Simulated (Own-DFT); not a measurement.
Simulation results for GaP (zincblende, atoms displaced)

Computed with Own-DFT development build. A calculation, not a measurement: plane-wave PBE density functional theory by an unreviewed code, no spin, of a simulated periodic cell, stress positive in tension, free energy of the whole cell less one offset for each atom, forces on such cells passed a denser k mesh, this cell's mesh not checked; offsets are fitted by least squares, one for each functional and potential file, so energies compare only between cells with the same atoms and settings and are not formation energies; the far tail of each file's local potential was reset to the Coulomb form; each entry is a single point on an unrelaxed cell, so the pressure reflects the starting lattice, mostly measured values (interpolated for alloys), from which strain is counted, and rises with the displacements; printed positions are rounded, which can move forces by about a meV/angstrom; the program, named Own-DFT, is a retired in-house code; no spin-orbit coupling.

Settings shared by all entries: functional PBE; potential files PseudoDojo norm-conserving, scalar-relativistic, standard set; wave cutoff 42 hartree; occupations Fermi-Dirac; smearing width 0.1 eV; hardware one NVIDIA H200; k mesh 2 x 3 x 3 centred on Gamma.

(1) 
```xyz
96
Lattice="16.3515 0.0000 0.0000 0.0000 10.9010 0.0000 0.0000 0.0000 10.9010" Properties=species:S:1:pos:R:3:force_x:R:1:force_y:R:1:force_z:R:1 formula=GaP free_energy_of_cell_above_offsets=-16.463 pressure=8.36 stress_xx=-7.7 stress_yy=-9.07 stress_zz=-8.31 stress_yz=1.54 stress_xz=-0.66 stress_xy=1.18 wall_time=984.1
Ga    16.2211    10.8691     0.1557      1.111      1.782     -0.759
Ga    16.3384     2.5660     2.8509       3.96       3.89     -4.811
Ga     2.7058     0.1284     2.6639      0.397     -2.519      1.631
Ga     2.6585     2.6651    10.5617      2.328     -1.658      4.212
P      1.5583     1.4025     1.5066     -3.411      1.942     -2.923
P      1.2204     4.0976     4.1578      0.329      0.487     -0.407
P      4.0340     1.2916     3.9226      1.556      2.124      2.372
P      4.0464     4.2039     1.2304      0.072     -0.357      0.292
Ga     0.3113     0.0574     5.3170     -2.489     -2.355     -1.833
Ga     0.1517     2.7229     8.1371     -1.149      0.107      0.204
Ga     2.5062     0.1386     8.4567      0.094     -1.687      -4.18
Ga     2.5584     2.7638     5.4705      1.253     -0.845     -0.033
P      1.2803     1.2036     6.7672      1.888      2.004      2.294
P      1.5595     4.0025     9.4911     -3.615      3.576     -1.775
P      3.9286     1.3440     9.3029      4.421      1.695      2.601
P      4.0663     4.0087     6.9768     -1.242      1.011     -4.901
Ga    16.2164     5.5033     0.1946      2.774      2.316      -7.04
Ga     0.1551     8.1263     2.7744     -0.761      0.519     -0.137
Ga     2.5031     5.4908     2.7757      1.514      0.162      -0.32
Ga     2.7787     8.2777     0.0293      -0.72     -1.371     -0.982
P      1.1420     6.7168     1.1992      4.454      3.392      2.637
P      1.6889     9.4058     4.1510     -2.807      2.436     -2.393
P      4.2870     7.1178     4.3544     -0.707     -2.583     -1.837
P      3.8911     9.5223     1.5514      2.292     -0.267     -1.108
Ga    16.2549     5.6472     5.3060      1.438     -2.794      2.048
Ga    16.0584     8.0087     7.9122       2.22      1.354     -0.017
Ga     2.7682     5.3818     8.0014     -1.952      1.259      0.782
Ga     2.7280     8.1621     5.4817      1.763     -0.289      3.368
P      1.2790     6.8285     6.6786      0.854     -0.361      1.001
P      1.3840     9.7299     9.6332     -2.472     -2.889      1.002
P      4.1680     6.5784     9.3606     -0.939      1.167      2.223
P      4.3103     9.5124     7.0278     -3.022      1.546     -1.252
Ga     5.3667     0.0969     0.1062     -3.128     -2.841     -3.059
Ga     5.5064     2.8737     2.6538     -0.514     -0.481     -0.124
Ga     8.2508     0.1404     2.4416      1.459     -1.691      3.576
Ga     8.3865     2.6813     0.0126     -1.782     -1.795     -1.993
P      6.7162     1.0374     1.3164      1.274      5.337      1.134
P      6.8998     4.1510     4.2987     -4.725      3.252     -3.201
P      9.8127     1.3423     4.2268     -5.877      1.664     -2.767
P      8.9857     4.0131     1.5148      3.726      0.789      0.725
Ga     5.4306     0.1413     5.5385     -1.082     -1.333     -0.667
Ga     5.3319     2.9592     8.2164      2.495      -2.84      1.973
Ga     8.1189    10.7994     8.4732      3.015        2.9     -3.608
Ga     8.0442     2.7648     5.0903      4.225     -4.924      4.874
P      6.6368     1.3383     6.9445      2.008      1.358      0.293
P      6.8055     4.0659     9.7000      0.417     -1.405     -0.252
P      9.7792     1.6400     9.3799     -2.048     -3.338      2.459
P      9.3440     4.1346     6.8972      -0.18     -0.876     -0.344
Ga     5.6707     5.5636    10.8549      -2.36     -0.233      1.042
Ga     5.5461     8.2715     2.7672     -4.171      5.098      3.936
Ga     7.9781     5.4689     2.8129      0.218      2.122      0.384
Ga     7.8729     8.0399     0.1286      2.485     -0.452      0.714
P      6.3893     6.9448     1.6479      4.928      -5.43     -4.787
P      6.7330     9.4478     4.2765     -0.685      3.665     -1.998
P      9.6706     6.8399     3.9922     -1.594      -1.18      1.028
P      9.5553     9.4198     1.6088     -2.054      1.506     -3.274
Ga     5.3941     5.4462     5.5061      0.126      0.386      1.255
Ga     5.3367     8.1337     8.3460      2.526      0.222     -0.518
Ga     7.8943     5.4815     8.3423      2.102      0.276     -0.669
Ga     8.0792     8.2340     5.3002      2.941     -2.291       2.26
P      6.8862     6.8271     6.8675     -1.259       0.36     -0.509
P      7.0292     9.6015     9.7255     -4.499     -1.749      1.671
P      9.5696     6.9059     9.3455      -1.82     -2.686      3.139
P      9.6515     9.3173     6.9437     -4.941      5.996     -5.584
Ga    10.9200    10.8407     0.1743     -0.657      1.579      0.388
Ga    10.6463     2.6615     2.7513       0.28      1.171      -2.33
Ga    13.6074     0.0642     2.7235      0.575       0.81     -0.258
Ga    13.5556     2.8594    10.7722      0.469     -0.347      3.758
P     12.2575     1.5628     1.3851     -0.251     -1.023     -0.188
P     12.2841     3.6873     3.8249      1.354      3.283      1.564
P     15.1844     1.5758     4.0901     -3.971     -5.346      3.176
P     15.1970     4.2362     1.1790     -4.703     -7.287      4.603
Ga    10.8954     0.1973     5.4713      2.833     -4.374      3.456
Ga    10.9703     2.7710     7.9953     -0.868      3.437      0.609
Ga    13.6102    10.8649     8.0991     -0.877      0.483      1.535
Ga    13.6700     2.6500     5.4267      -0.34      0.825     -0.339
P     12.2623     1.5825     6.8474      1.926     -3.166      -1.29
P     12.3240     4.1367     9.6833      3.156     -3.946     -7.137
P     14.8689     1.6522     9.6576      2.734     -3.501     -2.341
P     15.0905     3.9849     6.6732     -0.222      1.335      1.045
Ga    11.1657     5.2889    10.6260     -6.494      7.264      5.037
Ga    10.8611     8.2035     2.7042      3.303     -1.296      0.618
Ga    14.0381     5.4164     2.7279     -3.277      -0.72     -1.143
Ga    13.6729     8.1957     0.0225       0.83      0.661     -2.026
P     12.4173     6.9121     1.1740     -1.758      -2.67      2.636
P     12.3302     9.5848     4.0163     -0.672     -0.118      1.226
P     14.9769     6.8018     4.1270     -0.711      2.872     -1.158
P     14.9329     9.5247     1.3557        0.4      -0.13      1.786
Ga    10.7383     5.2605     5.4894      1.654       0.73     -0.433
Ga    10.7435     8.2701     8.1448      5.763     -3.138      3.496
Ga    13.7598     5.3994     8.2380      0.482      0.168     -0.418
Ga    13.7125     8.2265     5.4686     -4.013     -2.958     -2.538
P     12.3650     6.7995     6.9995     -0.866     -0.015     -1.342
P     12.0361     9.4653     9.7890      2.008     -0.169     -2.571
P     15.2224     6.8723     9.5218     -2.192     -1.115      1.313
P     14.8140     9.4011     6.6784      3.447      4.521      2.202
```

Units: free_energy_of_cell_above_offsets in eV; pressure, stress_xx, stress_yy, stress_zz, stress_yz, stress_xz, stress_xy in GPa; wall_time in s; force_x, force_y, force_z in eV/Å.

(2) 
```xyz
96
Lattice="16.3515 0.0000 0.0000 0.0000 10.9010 0.0000 0.0000 0.0000 10.9010" Properties=species:S:1:pos:R:3:force_x:R:1:force_y:R:1:force_z:R:1 formula=GaP free_energy_of_cell_above_offsets=-15.196 pressure=8.36 stress_xx=-7.64 stress_yy=-9.14 stress_zz=-8.31 stress_yz=0.21 stress_xz=-0.77 stress_xy=-2.27 wall_time=940.5
Ga    16.3441     0.1605    10.8545       1.18      0.316      1.027
Ga    16.0822     2.8419     2.6782      2.856     -0.189     -0.295
Ga     2.8087     0.1538     2.8752     -0.177     -0.718     -0.566
Ga     2.7042     2.8504    10.7893     -0.261     -1.181     -2.084
P      1.6303     1.4840     1.3062     -2.739      -0.43       0.74
P      1.5456     4.0964     4.0212     -6.072     -5.059      5.226
P      4.1845     1.4733     4.2061     -0.157     -0.394     -1.914
P      4.0028     3.9248     1.2942      0.362      0.768       2.31
Ga     0.3301    10.6950     5.4549     -3.562      2.646      2.487
Ga     0.1807     2.5162     8.1644     -3.816      5.671      1.483
Ga     2.8247    10.6383     8.4528      0.407      0.196     -3.263
Ga     2.7793     2.7291     5.3398     -0.772      0.056      2.334
P      1.1704     1.3206     7.0263       5.87     -4.729     -5.596
P      1.1893     4.1228     9.3062      1.224     -1.205      2.227
P      4.1080     1.2633     9.3684      0.777      2.156       1.19
P      4.1817     4.0749     6.7410     -1.077      0.968     -0.195
Ga    16.3336     5.2934    10.8303     -0.893      0.273      1.413
Ga    16.1788     8.2128     2.6991      0.961      0.274     -0.724
Ga     2.4331     5.2682     2.8185      5.775      5.173     -4.889
Ga     2.6055     8.0867    10.7594     -0.667      1.229      3.376
P      1.2936     6.6185     1.4434     -0.617      1.572     -1.298
P      1.3144     9.4375     4.1526      2.619      -1.63     -2.751
P      4.0266     6.8773     4.1623       1.83     -3.507     -2.389
P      4.1177     9.7288     1.3569     -0.017     -2.052       0.42
Ga    16.3294     5.5577     5.3360      3.437     -8.214      4.113
Ga     0.0584     7.9586     8.3087      1.281      1.738     -0.629
Ga     2.5371     5.3077     8.0241      3.026      0.062      0.391
Ga     2.7725     8.0125     5.4014     -2.019      1.543       2.43
P      1.1302     6.4881     6.8836      1.935      3.379     -0.386
P      1.3611     9.6002     9.7005     -1.539     -1.643     -0.679
P      4.0339     6.8510     9.7943      0.533     -1.226     -3.217
P      4.2769     9.3834     6.6385     -1.277       0.39      1.512
Ga     5.4709    10.7509    10.6643      0.974      0.438       0.27
Ga     5.5599     2.8146     2.7422     -2.135     -2.552     -2.563
Ga     8.3181     0.0046     2.6358     -2.342     -2.685     -1.173
Ga     8.0510     2.7835     0.1745      1.001      0.763      -1.76
P      6.9063     1.2725     1.3262     -1.961     -0.421     -0.106
P      6.8367     3.8145     4.0131      2.311      3.761      1.983
P      9.3308     1.2819     3.9078      3.796      2.085      2.993
P      9.5448     4.1785     1.3274     -0.399      -3.01      1.552
Ga     5.5271     0.0977     5.2827     -0.174     -3.045      -0.51
Ga     5.4571     2.8803     8.1503      0.499     -1.685     -0.017
Ga     8.0741     0.1181     8.1602      2.497      2.996      -1.37
Ga     8.2724     2.7154     5.5230     -0.566     -0.781       0.21
P      6.6305     1.1629     6.7458      2.053      3.619      1.848
P      6.8501     4.2437     9.4564     -1.258     -1.005      1.845
P      9.6188     1.6506     9.5097     -0.962     -2.087      1.068
P      9.6479     4.2287     6.7741     -0.352      -1.41       1.11
Ga     5.1492     5.3871     0.1351      2.705      0.414     -0.613
Ga     5.5193     7.9268     2.7335      0.109      2.191      0.012
Ga     8.4130     5.4947     2.6913     -5.915     -5.041     -5.957
Ga     8.2472     8.2039     0.2948     -6.229      -6.18     -8.508
P      6.9321     6.7943     1.2430     -2.043     -2.288      1.134
P      7.0747     9.4047     4.2868     -2.778      2.321     -3.692
P      9.2265     6.5132     4.0214      6.613      7.123      7.734
P      9.3326     9.3522     1.1983      8.959      8.614      6.189
Ga     5.6681     5.4584     5.4503      -2.89     -2.527     -2.723
Ga     5.4535     8.0714     8.3358      0.508      0.171     -1.462
Ga     8.0930     5.5465     8.1354      1.204     -0.041     -1.008
Ga     8.2415     8.1970     5.5517       2.33     -0.738      1.321
P      6.8798     6.7079     6.5453      1.005      2.348      4.061
P      7.1664     9.4970     9.2190     -2.897      -3.25      4.033
P      9.6523     6.8008     9.4443     -6.164     -3.805       4.07
P      9.5705     9.6837     6.9938      1.215     -1.605     -0.856
Ga    11.0993    10.8054    10.9002     -1.737      0.954      0.048
Ga    10.9320     2.7747     2.8722     -1.269     -0.634     -0.909
Ga    13.4804     0.1628     2.6428      5.534     -5.606      4.414
Ga    13.8345     2.5745     0.1454      -1.04     -0.023     -0.811
P     12.3152     1.2520     1.6031     -5.502      4.853     -6.093
P     12.5312     3.8955     3.9411     -0.942      2.792      0.673
P     15.0723     1.2962     3.8414     -0.208     -1.051      3.164
P     14.7094     4.1678     1.5330      2.963     -1.163     -3.336
Ga    11.0380    10.6148     5.2741     -2.345      3.249      2.702
Ga    11.1128     2.6383     8.1686     -0.048      1.566     -0.566
Ga    13.6948    10.7499     8.3481      0.321      1.686     -1.599
Ga    13.6315     2.8981     5.5755      2.026     -0.181      -3.16
P     12.4405     1.6049     6.6288     -2.564     -5.474      1.995
P     12.5247     3.9793     9.5617     -2.098     -0.412      1.301
P     15.1640     1.4273     9.3753     -2.736     -1.359      2.622
P     14.8129     4.0815     6.8723      3.032      1.596      0.694
Ga    10.6411     5.4527     0.0756      2.855      0.315     -2.272
Ga    10.8140     8.2939     2.7286     -2.331     -3.589     -2.254
Ga    13.8247     5.5761     2.8017     -1.898      1.838      2.015
Ga    13.4420     8.0812     0.0778       2.47      1.598     -1.603
P     12.3405     6.5939     1.1671     -1.364       0.24      2.708
P     12.1138     9.3682     3.9549      4.569      0.487      0.297
P     15.3406     6.8038     4.3223      -7.17      6.102     -5.611
P     14.9865     9.6911     1.2368     -1.229     -1.235      0.773
Ga    11.0284     5.6039     5.6170     -1.451     -1.966      -3.04
Ga    10.9697     7.8820     8.5632      3.635      4.506      -5.65
Ga    13.5786     5.4955     8.3329      0.272     -0.001     -1.699
Ga    13.5712     8.1727     5.5093        1.5      0.612     -0.241
P     12.2415     6.9178     6.7745      0.714      0.225      2.495
P     12.2210     9.4543     9.4206      0.783      0.309      1.832
P     15.1196     6.6910     9.4539     -1.985       0.17      2.626
P     15.0267     9.3509     7.1169      0.117      0.677     -2.437
```

Units: free_energy_of_cell_above_offsets in eV; pressure, stress_xx, stress_yy, stress_zz, stress_yz, stress_xz, stress_xy in GPa; wall_time in s; force_x, force_y, force_z in eV/Å.

(3) 
```xyz
96
Lattice="16.3515 0.0000 0.0000 0.0000 10.9010 0.0000 0.0000 0.0000 10.9010" Properties=species:S:1:pos:R:3:force_x:R:1:force_y:R:1:force_z:R:1 formula=GaP free_energy_of_cell_above_offsets=-18.600 pressure=8.24 stress_xx=-7.61 stress_yy=-8.41 stress_zz=-8.7 stress_yz=-1.67 stress_xz=-1.26 stress_xy=-0.18 wall_time=971.5
Ga     0.0376     0.0250     0.1218     -1.884     -2.387     -3.127
Ga     0.2027     2.6782     3.0642     -3.918     -2.727     -2.325
Ga     2.8413     0.1958     2.3701      0.501     -1.228      2.325
Ga     2.5364     2.4831    10.8075      0.412      0.954      0.515
P      1.1157     1.2356     1.4199      2.056      3.308      1.461
P      1.3459     4.0952     3.9860      3.243      3.079      2.492
P      4.1856     1.3717     4.1244     -0.596     -0.001     -0.382
P      4.0655     4.0879     1.2773       0.69     -1.432     -0.353
Ga     0.0215    10.8617     5.6074      -0.62     -0.155     -0.407
Ga     0.3168     2.9465     8.3238     -6.673     -5.433     -6.249
Ga     2.8362     0.0815     8.1686     -1.801     -0.842     -3.138
Ga     2.8269     2.8412     5.4909     -0.253     -0.082     -0.166
P      1.3766     1.6412     7.0064      1.425     -2.503     -2.272
P      0.9422     4.1235     9.6176      8.615       2.65      2.569
P      4.0488     0.9174     9.6438     -1.316      6.055     -0.809
P      4.1510     4.1703     6.9528     -0.779     -0.833      0.729
Ga     0.0583     5.2725     0.0339     -2.602      5.566       3.84
Ga     0.0365     8.0832     2.4938      0.243     -0.361      2.638
Ga     2.9739     5.5276     2.6370     -1.793     -0.548     -0.515
Ga     2.8364     8.1521    10.4680     -0.386      0.253      3.784
P      1.5335     6.8844     1.2533     -0.057     -0.877     -0.875
P      1.3532     9.6274     3.9750      0.846      -0.48      0.538
P      4.0903     6.5887     4.2413     -1.961      4.604     -3.222
P      4.0767     9.4321     1.3662      0.196      0.341     -1.326
Ga     0.2906     5.5669     5.6122     -1.765     -1.178     -0.915
Ga    16.1088     8.1651     8.2903      3.311      2.918     -2.354
Ga     2.6922     5.6032     8.3104      1.115     -2.661      1.024
Ga     2.8798     8.1524     5.5185     -2.179     -0.262     -1.364
P      1.4612     6.8078     7.0818     -1.428       2.68     -1.729
P      1.6528     9.6503     9.5191     -4.002      0.276      -0.46
P      4.2276     6.7978     9.5651     -1.544     -1.534     -0.585
P      4.0664     9.4826     6.7994      0.799       1.49      0.083
Ga     5.5001     0.0229    10.7118       2.58     -2.345       4.47
Ga     5.7661     2.6994     2.9779     -1.628     -0.186     -1.382
Ga     8.0870     0.1530     2.8874      1.326     -1.405     -0.452
Ga     8.4104     2.7253    10.8097     -3.138     -0.264     -0.116
P      6.7898     1.2484     1.4540      0.231      1.239     -1.954
P      6.9450     4.1638     4.1304      0.548      0.338      1.134
P      9.6608     1.4827     4.0851     -2.925     -4.392      2.361
P      9.4548     4.0015     1.3044      3.485     -0.035      0.051
Ga     5.5835    10.8914     5.4731     -1.073     -0.843     -0.354
Ga     5.6032     2.5202     8.0949     -6.504      5.106      6.059
Ga     8.0303     0.0509     8.3386      0.279      0.403     -1.589
Ga     8.3712     2.6142     5.5467     -2.104        0.6     -0.188
P      6.5730     1.5012     6.8626       6.86     -5.668     -6.304
P      6.7817     3.9363     9.3550      1.252      1.739      1.834
P      9.5913     1.3888     9.5160     -1.273     -1.157     -0.655
P      9.5629     3.9309     6.8744      1.098       1.97      0.377
Ga     5.3985     5.4834    10.7743      1.558     -2.519      1.456
Ga     5.5554     8.2319     2.6303     -1.578     -0.408      0.727
Ga     8.2966     5.2848     2.5278     -2.524      1.892      1.341
Ga     8.2527     8.1414     0.0640     -3.539     -0.104     -0.528
P      6.6720     6.8330     1.3136      1.879     -1.263     -0.672
P      6.8304     9.4267     4.0436       -0.4       1.99      -0.08
P      9.5312     6.7838     3.7668     -1.456     -1.251      2.955
P      9.5673     9.3648     1.1885      1.292      2.415      2.922
Ga     5.2335     5.4550     5.4214      4.813     -2.573      3.001
Ga     5.1895     8.0743     8.1983       2.77      1.234     -2.632
Ga     8.2789     5.5449     8.1344     -0.205     -0.489     -0.064
Ga     8.1178     8.3468     5.4238      1.134     -1.882       0.41
P      6.8983     6.8524     6.7351     -1.352     -0.268      0.231
P      6.5771     9.5612     9.3286      1.528     -1.312      1.292
P      9.5194     7.1932     9.4878      0.943     -3.436     -0.483
P      9.3540     9.6658     6.7968       0.53     -0.201      1.434
Ga    10.7344     0.0867    10.8795      1.096     -0.931      1.355
Ga    10.9145     2.6485     3.0089      2.182      2.573     -3.652
Ga    13.7183     0.0361     2.7118      -3.52     -3.073     -1.957
Ga    13.8551     2.7649     0.0999     -1.001     -0.874     -0.579
P     12.1487     1.2932     1.5224      0.538      0.424     -1.051
P     12.2668     3.9593     4.2516     -0.355      2.258     -2.438
P     14.7218     1.2037     4.0025      4.182      3.797      4.232
P     15.0121     4.2466     1.4496      2.347      -3.22     -0.427
Ga    10.8288    10.6373     5.4181       0.32      1.731      0.267
Ga    10.9303     2.5901     8.2455       0.39      0.226     -2.191
Ga    13.3341     0.2266     8.0616      4.049     -2.986      2.735
Ga    13.4997     2.6953     5.4733      3.547       0.69      -0.75
P     12.4124     1.4010     6.7060     -5.285       0.08     -1.018
P     12.2730     3.8313     9.4479      0.909      2.498      1.914
P     15.0427     1.3043     9.4847      0.189      0.364      0.304
P     14.9073     4.1907     6.6983      1.412     -0.575      0.664
Ga    10.9850     5.6010     0.1980     -4.169     -3.247     -4.301
Ga    10.9232     8.0033     2.7256       1.74      1.626     -1.498
Ga    13.5650     5.3378     2.4765      1.583     -1.574      6.519
Ga    13.7362     8.0863     0.1578     -0.247      0.959     -0.397
P     12.4159     6.4673     1.3048     -0.322      6.759      0.143
P     12.2220     9.2241     4.3549     -1.222      2.698     -4.208
P     15.0029     6.6849     4.2301      0.585      0.129     -2.017
P     15.0370     9.5454     1.5088     -0.789     -0.228     -1.684
Ga    10.9634     5.4950     5.3470     -1.229      0.025      0.426
Ga    11.1979     8.4067     8.6396     -4.707     -5.993     -6.087
Ga    13.4524     5.4525     8.0608      0.425      -0.13      0.276
Ga    13.4740     7.9347     5.4028      5.614      1.159     -0.985
P     12.2657     6.9578     6.6673     -3.902     -2.795      4.981
P     12.1954     9.7651     9.4913      4.987      5.235       5.02
P     14.9618     6.9723     9.4840     -2.118     -4.099      2.637
P     14.7834     9.4444     6.8608      0.467      0.922     -0.262
```

Units: free_energy_of_cell_above_offsets in eV; pressure, stress_xx, stress_yy, stress_zz, stress_yz, stress_xz, stress_xy in GPa; wall_time in s; force_x, force_y, force_z in eV/Å.
